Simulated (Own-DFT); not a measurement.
Simulation results for Hf$_{36}$O$_{71}$ (tetragonal hafnia with one neutral oxygen vacancy, atoms displaced)

All values are calculated (Own-DFT development build). A calculation, not a measurement: plane-wave PBE and HSE06 DFT by an unreviewed code, no spin, of a simulated cell at Gamma alone, so results move with cell size and shape, stress positive in tension, energies less offsets, not probed for a lower state with spin; hafnium file: forces about 75 meV/angstrom off all-electron values; oxygen file: force components 24 meV/angstrom off all-electron in a glass; k mesh not checked against a denser one; forces and stress are PBE's, HSE06 gives the energy alone, and its difference from PBE has offsets of its own; offsets are fitted by least squares, one for each functional and potential file, so energies compare only between cells with the same atoms and settings and are not formation energies; the far tail of each file's local potential was reset to the Coulomb form; each entry is a single point on an unrelaxed cell, so the pressure reflects the starting lattice, taken from the Materials Project, from which strain is counted, and rises with the displacements; printed positions are rounded, which can move forces by about a meV/angstrom; the program is a retired in-house code; no spin-orbit coupling.

Common to all runs: first functional PBE; second functional HSE06; exact exchange share 0.25; screening 0.11 1/bohr; exchange divergence Gygi-Baldereschi; potential files PseudoDojo norm-conserving, scalar-relativistic, made for PBE, standard set; wave cutoff 48 hartree; occupations fixed; k mesh 1 x 1 x 1 centred on Gamma.

(1) Hf$_{36}$O$_{71}$ (tetragonal hafnia with one neutral oxygen vacancy, atoms displaced)

```
Hf36O71
1.0
     10.7800     0.0000     0.0000
      0.0000    10.7800     0.0000
      0.0000     0.0000    10.4493
Hf O Hf O Hf O Hf O Hf O Hf O Hf O Hf O Hf O Hf O Hf O Hf O Hf O Hf O Hf O Hf O Hf O Hf O
2 4 2 4 2 4 2 3 2 4 2 4 2 4 2 4 2 4 2 4 2 4 2 4 2 4 2 4 2 4 2 4 2 4 2 4
Direct
  0.99663 0.99461 0.99581
  0.16574 0.16612 0.25416
  0.99994 0.16247 0.15297
  0.16094 0.99853 0.34450
  0.99704 0.16826 0.40007
  0.16563 0.00081 0.09773
  0.00388 0.99774 0.50052
  0.16573 0.16853 0.75115
  0.99525 0.16303 0.65737
  0.16849 0.99585 0.84907
  0.00226 0.16670 0.90165
  0.16745 0.00286 0.59917
  0.99897 0.33607 0.99999
  0.16620 0.50218 0.24773
  0.00151 0.49734 0.15329
  0.17143 0.33434 0.34310
  0.00435 0.50294 0.39745
  0.16489 0.33171 0.10141
  0.99660 0.32683 0.49903
  0.16676 0.50338 0.75003
  0.00001 0.50279 0.65356
  0.16738 0.33442 0.84984
  0.99609 0.50327 0.90009
  0.00067 0.66922 0.99955
  0.16801 0.83931 0.24751
  0.00305 0.83593 0.15180
  0.16740 0.66666 0.34538
  0.99701 0.83530 0.40214
  0.17171 0.66556 0.09622
  0.00122 0.66514 0.50145
  0.16956 0.84077 0.75063
  0.99957 0.83692 0.65176
  0.17168 0.66770 0.84631
  0.99848 0.83281 0.90247
  0.16588 0.66996 0.59829
  0.33188 0.00146 0.99764
  0.50157 0.16893 0.24719
  0.33076 0.16850 0.15341
  0.49703 0.99968 0.35207
  0.33590 0.17125 0.40217
  0.49998 0.99180 0.09512
  0.33513 0.00168 0.50341
  0.50085 0.16865 0.74873
  0.33220 0.16836 0.64818
  0.50275 0.00209 0.84749
  0.33225 0.16865 0.89896
  0.49907 0.00003 0.59810
  0.33252 0.33886 0.99831
  0.50101 0.50105 0.25126
  0.33412 0.50238 0.15297
  0.49853 0.33199 0.34489
  0.33278 0.49608 0.40083
  0.49961 0.33730 0.09622
  0.33375 0.33359 0.49893
  0.50068 0.50171 0.74200
  0.33303 0.50086 0.65103
  0.50167 0.33507 0.84550
  0.33791 0.49531 0.90040
  0.49955 0.33083 0.59142
  0.33205 0.66655 0.99788
  0.50307 0.82984 0.25260
  0.33261 0.83689 0.14672
  0.50193 0.67040 0.34594
  0.32846 0.83501 0.40703
  0.50026 0.66494 0.09411
  0.33423 0.66559 0.49973
  0.50788 0.83307 0.75226
  0.33653 0.83394 0.65650
  0.49871 0.66687 0.84827
  0.33866 0.83028 0.89763
  0.50377 0.66748 0.59977
  0.66191 0.99917 0.00192
  0.83775 0.16267 0.24850
  0.66825 0.16971 0.15214
  0.83504 0.99580 0.34518
  0.66647 0.16897 0.40445
  0.83405 0.00637 0.10082
  0.66468 0.00388 0.49858
  0.83250 0.16614 0.75396
  0.67017 0.16737 0.64993
  0.83102 0.00122 0.84842
  0.67159 0.16713 0.90018
  0.82960 0.00020 0.59545
  0.66615 0.33301 0.99904
  0.83017 0.50111 0.25191
  0.66089 0.49840 0.14666
  0.82825 0.32912 0.34229
  0.66924 0.50176 0.40318
  0.83589 0.33297 0.09913
  0.66737 0.32793 0.50051
  0.83310 0.50398 0.75574
  0.66728 0.49897 0.65224
  0.82946 0.33278 0.84815
  0.66405 0.50051 0.90552
  0.83113 0.33922 0.59351
  0.66523 0.67065 0.99839
  0.83644 0.83223 0.25188
  0.66773 0.83551 0.15230
  0.82657 0.66399 0.35007
  0.66607 0.83491 0.39856
  0.83642 0.67043 0.09540
  0.66614 0.66701 0.49852
  0.83127 0.83259 0.74758
  0.66717 0.83132 0.65488
  0.83387 0.66500 0.84930
  0.66632 0.83427 0.90457
  0.83145 0.66827 0.59519
```

* PBE energy of cell above offsets: -101.154 eV
* HSE06 less PBE above offsets: -0.162 eV
* PBE pressure: 0.85 GPa
* PBE stress xx: -0.15 GPa
* PBE stress yy: -0.91 GPa
* PBE stress zz: -1.48 GPa
* PBE stress yz: -0.65 GPa
* PBE stress xz: 0.52 GPa
* PBE stress xy: -0.05 GPa

Force:
```
element  x (eV/Å)  y (eV/Å)  z (eV/Å)
     Hf     0.148     1.534     1.163
     Hf     0.201     0.694    -1.232
      O     0.438     0.299     0.096
      O     0.104     0.624     1.049
      O     0.207    -0.569     0.456
      O      0.09    -0.156    -0.481
     Hf     -1.05    -0.031     0.111
     Hf       0.1     0.251     0.093
      O     0.834     0.581    -0.847
      O     -0.02     1.042     0.278
      O    -0.033    -0.144     0.198
      O    -0.039    -0.216     0.037
     Hf      0.24    -0.352     0.446
     Hf     0.044    -0.303      0.23
      O    -0.674     0.418    -0.389
      O    -0.459    -0.202     1.004
      O    -0.554    -0.845     0.838
      O     0.151     0.245    -0.868
     Hf     0.437     1.454      0.11
     Hf     -0.18    -0.243    -0.063
      O     0.158     -0.18    -0.099
      O    -0.218     0.371    -0.891
      O     0.281    -0.253     0.281
     Hf     0.382    -0.575     0.412
     Hf     0.568    -1.086     -0.18
      O    -0.427    -0.223    -0.193
      O     0.117      0.66     0.156
      O     0.044    -0.829      0.12
      O    -1.236     0.006    -0.129
     Hf     0.132    -0.124    -0.378
     Hf     0.414    -1.663     -0.66
      O     0.011     0.118     0.216
      O    -0.261     0.258      0.15
      O    -0.052     -0.38    -0.469
      O     0.397    -0.182     -0.28
     Hf     -0.09    -0.474     0.333
     Hf    -0.674    -0.128     0.202
      O     0.772    -0.481    -0.084
      O     0.149     0.168    -0.689
      O    -0.369    -1.159     0.108
      O    -0.309     0.772     0.268
     Hf     0.355     0.232    -0.498
     Hf     -0.12     0.141     0.121
      O    -0.025     0.231     0.582
      O     0.102     0.142    -0.067
      O     0.093    -0.143     0.133
      O     0.489     0.162     0.252
     Hf    -0.179    -1.051     0.783
     Hf    -0.288    -0.595    -0.651
      O     0.161    -0.168    -0.186
      O     0.393     0.387    -0.091
      O      0.43     1.214     0.371
      O    -0.231    -0.552    -0.065
     Hf    -0.941    -0.331    -0.144
     Hf      0.34    -0.019      1.31
      O    -0.344    -0.198    -0.317
      O     0.143    -0.412     -0.44
      O    -0.382     1.243    -0.208
      O     0.135     0.169     0.669
     Hf     0.657     0.039    -0.199
     Hf    -0.373      1.52    -0.937
      O     0.236    -0.258     0.817
      O    -0.348     -0.99     0.673
      O     0.167    -0.258     -0.24
      O    -0.051     0.468     0.489
     Hf    -0.665     0.145     0.024
     Hf    -1.744    -0.017     0.323
      O    -0.025     0.123     -0.41
      O     0.498    -0.287    -0.476
      O      -0.3     0.937     0.641
      O    -0.761    -0.184    -0.419
     Hf     0.877     0.689     0.022
     Hf    -0.218     0.044    -0.528
      O    -0.589    -0.286    -0.051
      O    -0.188     0.745     0.412
      O    -0.169    -1.127    -0.556
      O     -0.34    -0.656    -0.758
     Hf     0.147    -0.388     -0.18
     Hf    -0.379      0.05     0.091
      O     -0.69     0.094     0.112
      O     0.357    -0.842    -0.104
      O    -0.548    -0.289     0.304
      O     0.535    -0.237    -0.068
     Hf     0.266      0.28     0.237
     Hf     0.067    -0.868    -0.542
      O     1.263     0.303     0.975
      O     0.233     0.915     0.471
      O    -0.466    -0.539    -0.191
      O    -0.354     0.158    -0.505
     Hf     0.162     1.221    -0.268
     Hf    -0.186    -1.081    -0.802
      O         0      0.21     0.165
      O     0.369     0.505    -0.136
      O     0.393     0.374    -0.499
      O     0.818    -0.369     0.186
     Hf    -0.089    -1.188      0.52
     Hf    -0.279     -0.15    -0.186
      O     0.162    -0.248     0.052
      O     0.428     0.646     -0.44
      O     -0.12    -0.005     0.594
      O    -0.398    -0.165     0.333
     Hf     0.567    -0.007    -0.163
     Hf     0.691     0.356    -0.014
      O     0.298     0.128    -0.487
      O     -0.23     1.134    -0.152
      O     0.042     0.096     -0.61
      O     0.369     0.111     0.497
```

(2) Hf$_{36}$O$_{71}$ (tetragonal hafnia with one neutral oxygen vacancy, atoms displaced)

```
Hf36O71
1.0
     10.7800     0.0000     0.0000
      0.0000    10.7800     0.0000
      0.0000     0.0000    10.4493
Hf O Hf O Hf O Hf O Hf O Hf O Hf O Hf O Hf O Hf O Hf O Hf O Hf O Hf O Hf O Hf O Hf O Hf O
2 4 2 4 2 4 2 4 2 4 2 3 2 4 2 4 2 4 2 4 2 4 2 4 2 4 2 4 2 4 2 4 2 4 2 4
Direct
  0.99928 0.99768 0.00025
  0.16638 0.16952 0.25089
  0.00160 0.17041 0.15042
  0.17240 0.99829 0.34873
  0.00399 0.17019 0.40734
  0.16883 0.99867 0.10619
  0.99956 0.99661 0.50109
  0.17314 0.16478 0.74805
  0.00494 0.16544 0.65608
  0.16711 0.00340 0.84684
  0.99764 0.16778 0.89993
  0.15878 0.99632 0.60008
  0.00113 0.33695 0.00179
  0.16526 0.49907 0.25111
  0.00461 0.49836 0.14979
  0.16498 0.33203 0.34579
  0.00065 0.49990 0.40052
  0.16678 0.33966 0.09956
  0.99898 0.33366 0.49857
  0.16545 0.50648 0.74743
  0.00154 0.49970 0.65220
  0.16724 0.33403 0.85246
  0.99693 0.50462 0.90479
  0.16566 0.33474 0.59728
  0.00494 0.66908 0.00422
  0.16795 0.83422 0.24776
  0.99830 0.83393 0.15302
  0.17276 0.66558 0.34311
  0.99724 0.83322 0.40269
  0.16562 0.66710 0.09931
  0.00038 0.66492 0.49772
  0.16887 0.83353 0.75117
  0.99693 0.83028 0.65135
  0.16492 0.67002 0.84921
  0.16885 0.66238 0.59960
  0.33635 0.99558 0.99621
  0.50020 0.16356 0.24988
  0.33417 0.16298 0.14765
  0.50176 0.00236 0.34645
  0.33600 0.16331 0.40238
  0.49480 0.00044 0.09893
  0.33270 0.00751 0.49784
  0.49887 0.16703 0.74972
  0.32802 0.15948 0.65261
  0.50046 0.99762 0.84512
  0.33611 0.16490 0.90131
  0.49919 0.00083 0.59619
  0.33167 0.33563 0.00361
  0.50143 0.50225 0.25143
  0.33875 0.49700 0.14989
  0.49793 0.32791 0.34611
  0.33528 0.50074 0.40063
  0.49931 0.33628 0.10070
  0.33446 0.33365 0.50044
  0.50434 0.49327 0.74740
  0.33112 0.50284 0.65291
  0.49996 0.33133 0.84659
  0.33234 0.49844 0.90694
  0.50131 0.33304 0.59301
  0.33258 0.66910 0.99908
  0.50162 0.83220 0.24789
  0.33636 0.83517 0.15502
  0.49904 0.67004 0.34940
  0.33785 0.83290 0.40539
  0.49357 0.67090 0.09637
  0.33051 0.66487 0.50071
  0.49874 0.83141 0.75084
  0.33474 0.83724 0.65491
  0.50109 0.66606 0.84896
  0.33199 0.83212 0.90608
  0.50432 0.67108 0.60016
  0.66709 0.99641 0.99950
  0.83260 0.16329 0.24837
  0.66797 0.16387 0.15418
  0.83176 0.99750 0.34611
  0.66481 0.16597 0.40072
  0.83185 0.00301 0.09306
  0.66207 0.00343 0.49614
  0.83634 0.16656 0.74920
  0.66527 0.16707 0.64998
  0.83039 0.00515 0.84816
  0.66395 0.17069 0.90322
  0.83299 0.00196 0.59765
  0.66441 0.32913 0.00202
  0.83144 0.50648 0.24668
  0.66789 0.50455 0.14888
  0.83222 0.33483 0.34190
  0.66600 0.50361 0.40370
  0.82995 0.33100 0.09354
  0.66681 0.33504 0.50572
  0.83291 0.50213 0.75026
  0.66870 0.49364 0.64726
  0.83114 0.33157 0.84654
  0.66570 0.49672 0.90234
  0.83336 0.33494 0.59689
  0.66611 0.66633 0.00029
  0.83407 0.83489 0.25346
  0.66853 0.83491 0.14905
  0.83498 0.67355 0.34716
  0.66745 0.83131 0.40587
  0.83566 0.66470 0.09844
  0.66863 0.66277 0.49986
  0.83897 0.83583 0.75269
  0.66437 0.83150 0.65468
  0.83050 0.66840 0.84464
  0.66459 0.83558 0.90274
  0.82904 0.66561 0.60491
```

- PBE energy of cell above offsets: -100.758 eV
- HSE06 less PBE above offsets: -0.133 eV
- PBE pressure: 0.88 GPa
- PBE stress xx: -0.27 GPa
- PBE stress yy: -0.86 GPa
- PBE stress zz: -1.52 GPa
- PBE stress yz: -0.16 GPa
- PBE stress xz: -0.05 GPa
- PBE stress xy: -0.03 GPa

Force:
```
element  x (eV/Å)  y (eV/Å)  z (eV/Å)
     Hf     0.599     0.867    -0.283
     Hf     0.265    -1.108     -0.77
      O    -0.074    -0.151     0.559
      O    -0.446     0.361     0.156
      O    -0.256    -1.166    -0.569
      O    -0.629    -0.329    -1.305
     Hf    -0.345     0.929     0.291
     Hf    -2.137     1.084      1.39
      O    -0.675     0.268    -0.405
      O    -0.262    -1.343     0.493
      O    -0.005    -0.352     0.932
      O     1.254    -0.103    -0.249
     Hf    -0.275    -0.763    -0.825
     Hf     0.912    -0.393    -0.676
      O    -1.094     0.171     0.519
      O     0.439     0.544     0.534
      O      0.04     0.506    -0.069
      O     0.173    -0.362     0.258
     Hf     0.059    -0.166     0.521
     Hf     0.099    -1.482     0.921
      O    -0.462     0.284    -0.122
      O    -0.019     0.213    -0.723
      O     0.051    -0.093    -0.263
      O     0.617     0.034    -0.317
     Hf    -0.879     0.129    -0.724
     Hf     0.603     0.678     0.175
      O     0.186     0.055    -0.418
      O    -0.469     0.305     0.824
      O     0.452    -0.415    -0.087
      O     0.576     0.159     0.007
     Hf    -0.641     0.201     0.805
     Hf    -0.198     0.945    -0.463
      O     0.985    -0.204     0.501
      O    -0.331      0.02     0.094
      O    -0.846     0.415    -0.253
     Hf    -0.658      1.57     1.025
     Hf    -0.141     0.485    -0.699
      O    -0.506     0.644     0.806
      O      0.08     -0.85      0.22
      O    -0.287     1.637     -0.25
      O     1.284    -0.218    -0.384
     Hf    -0.336    -2.319      0.63
     Hf     0.443    -0.986     0.445
      O     1.719     0.439     -1.04
      O    -0.193     0.574     0.286
      O     0.045     0.184    -0.131
      O    -0.139     0.399    -0.175
     Hf     0.018    -0.499    -0.225
     Hf    -0.414    -0.615    -0.143
      O    -0.904     0.339     0.785
      O     0.002     1.226     0.272
      O      0.01    -0.574     0.388
      O     0.458    -0.244     -0.31
     Hf    -0.539     0.306    -0.686
     Hf    -0.413     1.318     0.724
      O     0.931    -0.378    -0.037
      O    -0.199     0.324    -0.353
      O     0.004     0.814    -0.595
      O    -1.112      0.07     0.967
     Hf     0.189     -1.23     0.257
     Hf    -0.177     0.234     0.666
      O    -0.735    -0.276    -0.232
      O     0.185    -0.754    -0.471
      O    -0.325     0.218     0.161
      O     1.366    -0.045     0.326
     Hf     1.541     0.815    -0.238
     Hf      1.23    -0.345    -0.708
      O    -0.716     -0.35     0.174
      O    -0.119    -0.615    -0.091
      O     -0.15    -0.103    -0.837
      O    -0.869    -0.816    -0.438
     Hf    -0.585     0.782    -0.177
     Hf     0.086     0.994    -0.078
      O    -0.381     0.008    -0.184
      O     0.257     0.742     0.077
      O     0.391      0.57     0.155
      O     0.694    -0.094     0.469
     Hf     0.328    -0.839     0.919
     Hf     0.352     0.456     0.015
      O     0.016     0.273     0.231
      O     0.366    -1.116     0.196
      O    -0.304    -1.241     -0.15
      O     0.044    -0.022    -0.275
     Hf     0.189      0.39    -0.239
     Hf     0.433     -0.84    -0.128
      O      -0.4     0.316     0.565
      O     0.036     0.082     0.152
      O      0.09    -1.013    -0.778
      O     0.477     0.309     0.351
     Hf     0.808    -0.678    -1.423
     Hf     0.323    -0.476     0.467
      O    -0.488     0.011     0.469
      O     0.178     0.661    -0.384
      O    -0.076     0.542    -0.276
      O       0.4    -0.192    -0.171
     Hf     -0.14     -0.05    -0.472
     Hf    -0.488      0.12    -0.668
      O    -0.009    -0.118      0.33
      O      0.14    -1.509     0.474
      O     0.012     0.341    -0.525
      O    -0.068    -0.067    -0.151
     Hf    -0.663     1.876     0.912
     Hf    -1.918     0.006    -0.509
      O     0.629     0.444     0.398
      O     0.177     0.249     0.731
      O     0.117    -0.619      0.29
      O     1.133    -0.412    -1.161
```
